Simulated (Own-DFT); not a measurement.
# Stretching a layer in its plane: wurtzite GaN, 72 atoms (Ga36N36)

Calculated, not measured: single-point runs of Own-DFT, a retired in-house plane-wave DFT program that no person has reviewed, on unrelaxed cells, without spin or spin-orbit coupling.

All runs used: PBE; PseudoDojo norm-conserving scalar-relativistic files (stringent for Ga); cutoff 96 hartree; 4 x 4 x 3 k mesh centred on Gamma; Gaussian smearing of 0.01 eV.

Known weak points: forces not confirmed at this smearing and k mesh; stress not checked against mesh or cutoff.

Unstrained cell vectors in Å: (9.567, 0.000, 0.000); (-4.784, 8.285, 0.000); (0.000, 0.000, 10.370). The unstrained cell has measured lattice constants (interpolated for alloys), not those of this functional. That, the random moves and any unrelaxed bonds set the pressure at no strain. Each run strains x and y alike by e, as a substrate would, and holds the height along z. Each atom got a random Gaussian move of width 0.05 Å along each axis. Stress is positive in tension.

| e (%) | u (Å) | (s_xx + s_yy)/2 (GPa) | s_zz (GPa) |
|---|---|---|---|
| -3.00 | 0.046 | -25.61 | -11.83 |
| -2.75 | 0.049 | -23.01 | -13.01 |
| -1.75 | 0.048 | -16.88 | -9.73 |
| -0.75 | 0.054 | ? | ? |
| -0.25 | 0.049 | -8.93 | -6.03 |
| 0.25 | 0.052 | -4.95 | -7.84 |
| 0.75 | 0.048 | -2.55 | -7.27 |
| 2.25 | 0.049 | 3.03 | -3.04 |
| 2.50 | 0.050 | 4.93 | -5.21 |
| 3.00 | 0.054 | 6.41 | -4.37 |

## Working it out

With e as a fraction, the in-plane stress is -6.8 + 527 e - 2961 e² GPa (errors 9 and 546, scatter 0.57), and s_zz is -7.7 + 141 e GPa (slope ± 20, scatter 1.26). At e = 0 the first slope is C11 + C12 and the second 2 C13, both with the ions held to the strained lattice and at the cell's own pressure. The term in e² is negative: the layer stiffens under compression and softens under tension. A free layer would change its height as e changes, and the in-plane slope would drop by 2 C13²/C33 to the biaxial modulus. At fixed height, a misfit of 1 % moves the in-plane stress by about 5.3 GPa and s_zz by 1.4 GPa.

## The run left out

The question: what are the two stresses at e = -0.75 %?

The fitted form gives -10.9 and -8.8 GPa. Computed: -10.87 and -9.78 GPa.
